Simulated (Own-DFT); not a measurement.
## Calculated data, InAs (zincblende, strongly disordered by large displacements)

Computed with Own-DFT development build. A calculation, not a measurement: plane-wave PBE density functional theory by an unreviewed code, no spin, of a simulated periodic cell, stress positive in tension, free energy of the whole cell less one offset for each atom, forces on such cells passed a denser k mesh, this cell's mesh not checked; broken bonds can close the gap or carry spin, so checks made on this kind of crystal may not hold here; offsets are fitted by least squares, one for each functional and potential file, so energies compare only between cells with the same atoms and settings and are not formation energies; the far tail of each file's local potential was reset to the Coulomb form; each entry is a single point on an unrelaxed cell, so the pressure reflects the starting lattice, mostly measured values (interpolated for alloys), from which strain is counted, and rises with the displacements; printed positions are rounded, which can move forces by about a meV/angstrom; the program, named Own-DFT, is a retired in-house code; no spin-orbit coupling.

```xyz
64
Lattice="12.1166 0.0000 0.0000 0.0000 12.1166 0.0000 0.0000 0.0000 12.1166" Properties=species:S:1:pos:R:3:force_x:R:1:force_y:R:1:force_z:R:1 formula=InAs functional=PBE potential_files=PseudoDojo_norm-conserving,scalar-relativistic,standard_set wave_cutoff=42 occupations=Fermi-Dirac smearing_width=0.1 hardware=one_NVIDIA_H200 k_mesh=3_x_3_x_3_centred_on_Gamma free_energy_of_cell_above_offsets=11.766 pressure=11.69 stress_xx=-9.74 stress_yy=-12.59 stress_zz=-12.73 stress_yz=0.29 stress_xz=-1.03 stress_xy=0.02 wall_time=1171
In     0.0915    12.0795    12.0845       0.52      2.047      0.138
In    11.7385     3.1196     3.0994      2.237      0.363     -2.358
In     3.3298    12.0616     3.0445     -1.893      1.623      1.886
In     2.9224     3.3401    11.9654     -1.465     -0.718     -1.516
As     1.7849     1.8049     1.5964     -1.678     -0.982      0.237
As     1.6210     4.3289     4.3820     -4.183      1.847     -2.862
As     4.7601     1.3082     4.8205     -1.871      0.361      0.788
As     4.2709     4.5550     1.4394      2.394      0.518      1.341
In    12.0159     0.0031     5.8109      1.479     -2.128      3.201
In     0.4110     3.1488     8.7621     -4.908       3.02      3.593
In     3.3349     0.1397     9.4519      -2.67     -2.747     -3.105
In     2.3980     3.2793     6.1264      5.197     -0.819      2.755
As     1.5138     1.7298     7.5602       2.44     -7.984     -1.311
As     1.2231     4.7987    10.3600      1.421      0.647      1.843
As     4.6652     1.5880    10.6583     -0.568      0.608      3.264
As     4.7558     4.6372     7.8826     -1.827      1.559     -4.456
In     0.0112     6.3645     0.1186     -3.157     -2.982     -3.054
In    11.9068     8.8016     3.0660      3.929       4.57     -4.629
In     2.8750     5.8719     3.1408       1.77      2.627     -1.493
In     2.5201     8.8566    12.0301      6.284      1.436     -1.598
As     1.4616     7.5746     1.3473      0.158     -1.407       7.17
As     1.2575    10.5390     4.5195      1.992     -0.586     -1.072
As     4.7437     7.3037     4.6454      -7.89      6.301     -5.914
As     4.4190    10.8399     1.3803       1.13     -3.174     -2.031
In    12.0130     6.0169     6.1015      1.174     -0.427      -0.13
In    11.8250     9.2948     9.4838      8.404     -2.058      2.441
In     3.1214     6.1558     9.0179     -1.542       0.17     -0.319
In     3.1508     9.2866     6.0035     -3.613     -3.817     -4.309
As     1.4635     7.4952     7.4480      0.528      1.197      0.434
As     1.5171    10.4474    10.7173     -0.244      3.277     -2.094
As     4.6037     7.4424    10.5439     -0.532        0.1      2.641
As     4.1345    10.3576     7.6180      4.152      4.122      5.106
In     6.1658     0.1996    12.0894     -1.049     -3.683      -2.81
In     5.7782     3.1618     3.5410      0.131     -0.357     -2.347
In     9.3930    11.9877     3.0888     -2.805       1.35      0.793
In     9.4649     3.2790    12.0499     -2.633     -2.676     -1.888
As     7.3453     1.2342     1.5540      3.906      3.782      4.332
As     7.5449     4.7057     4.4086      1.221     -0.996      1.182
As    10.8626     1.7784     4.8772      5.383     -3.829     -6.069
As    10.4218     4.7238     1.5291      3.225     -0.072      -0.74
In     6.5408    11.9769     5.8798     -1.024      1.285      2.607
In     5.6869     3.1799     9.3478      3.138     -0.863     -0.497
In     9.3423     0.1620     9.0764      4.085     -3.884      4.059
In     9.2852     2.6222     5.8734     -9.486      5.808      6.538
As     8.0053     1.0721     7.7591     -7.221      5.404     -7.121
As     7.5124     4.5459    10.4729      0.063      -0.88      2.428
As    10.6347     1.5552    10.4142      3.085      2.206      2.336
As    10.6605     4.5851     7.6235      -1.43     -1.163     -0.233
In     6.2294     5.9617     0.2407     -2.576     -2.558      -3.16
In     6.2996     8.7535     3.2696      -5.11      0.305     -0.502
In     9.2285     6.0752     2.9777     -2.428      2.343      2.026
In     9.1572     8.7150    12.0685     -1.055       1.67      0.564
As     7.1279     7.4223     1.7255      5.533     -0.478     -2.069
As     7.3181    10.2645     4.4652      5.493      2.945       2.06
As    10.8594     7.5594     4.4809     -4.669     -3.426      4.216
As    10.9134    10.8003     1.6967      0.131     -2.543     -1.233
In     5.8845     6.0907     5.8624      6.535     -5.736      7.576
In     5.9228     9.0820     9.2744      1.458      1.112     -1.517
In     9.1207     5.9274     9.3391     -0.601      0.518     -3.107
In     9.4255     9.3493     6.1684     -1.378     -1.187     -0.221
As     7.5728     7.6378     7.5144      0.354     -0.251      0.217
As     7.8336    10.8047    10.3568      -2.15     -1.982      2.166
As    10.6420     7.5787    10.2468     -1.314     -3.703      3.819
As    10.6206    10.4017     8.2010     -3.977      4.974     -7.993
```

Units: wave_cutoff in hartree; smearing_width, free_energy_of_cell_above_offsets in eV; pressure, stress_xx, stress_yy, stress_zz, stress_yz, stress_xz, stress_xy in GPa; wall_time in s; force_x, force_y, force_z in eV/Å.
